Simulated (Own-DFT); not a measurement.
# Point defects and the pressure they add: zincblende GaAs

Everything here is calculated. The program is Own-DFT (plane waves, in-house, since retired, never reviewed by a person); positions were held fixed, and spin and spin-orbit coupling were off.

Common settings: PBE; PseudoDojo norm-conserving scalar-relativistic files; cutoff 42 hartree; 3 x 3 x 3 k mesh centred on Gamma; Fermi-Dirac smearing of 0.1 eV.

Keep in mind (not all hold for every row): not probed for a lower state with spin; forces not confirmed at this smearing and k mesh; stress not checked against mesh or cutoff.

All runs share one cell, with vectors in Å (10.862, 0.000, 0.000); (0.000, 10.862, 0.000); (0.000, 0.000, 11.796) and a volume of 1391.7 Å³, strained against the parent crystal. Atoms were moved at random from their sites; u is the rms move along one axis. The defect's site can differ from row to row.

| cell | formula | u (Å) | P (GPa) |
|---|---|---|---|
| no defect | As32Ga32 | 0.0279 | 6.64 |
| no defect | As32Ga32 | 0.0483 | 6.99 |
| no defect | As32Ga32 | 0.0515 | 7.04 |
| one Al on a Ga site | AlAs32Ga31 | 0.0291 | 6.65 |
| one Al on a Ga site | AlAs32Ga31 | 0.0479 | 6.95 |
| one Al on a Ga site | AlAs32Ga31 | 0.0501 | 6.89 |
| one P on an As site | As31Ga32P | 0.0279 | 6.36 |
| one P on an As site | As31Ga32P | 0.0301 | 6.39 |
| one P on an As site | As31Ga32P | 0.0487 | ? |
| one P on an As site | As31Ga32P | 0.0502 | 6.76 |
| one In on a Ga site | As32Ga31In | 0.0301 | 7.49 |
| one In on a Ga site | As32Ga31In | 0.0314 | 7.45 |
| one In on a Ga site | As32Ga31In | 0.0319 | 7.45 |
| one As vacancy and one Ga vacancy | As31Ga31 | 0.0292 | 5.93 |
| one As vacancy and one Ga vacancy | As31Ga31 | 0.0465 | 6.35 |
| one As vacancy and one Ga vacancy | As31Ga31 | 0.0481 | 6.23 |

## Fit

P = P0 + c u² + a shift for each defect gives P0 = 6.48 GPa, c = 215 ± 21 GPa/Å² and a scatter of 0.05 GPa. The shifts, and each times the cell's volume:

- one In on a Ga site: 0.78 ± 0.05 GPa, 6.8 eV
- one Al on a Ga site: -0.05 ± 0.04 GPa, -0.4 eV (not resolved)
- one P on an As site: -0.28 ± 0.05 GPa, -2.4 eV
- one As vacancy and one Ga vacancy: -0.69 ± 0.04 GPa, -6.0 eV

Positive is outwards. The product with the volume (160.2 GPa Å³ to the eV) is nearly free of the cell's size; divided by the bulk modulus at the cell's pressure it gives the volume that the defect adds. The atoms around the defects weren't relaxed, which would change these numbers.

## Withheld run

Q: what pressure belongs in the blank (one P on an As site, u = 0.0487 Å)?

The fitted form gives 6.71 ± 0.07 GPa. Computed: 6.70 GPa.
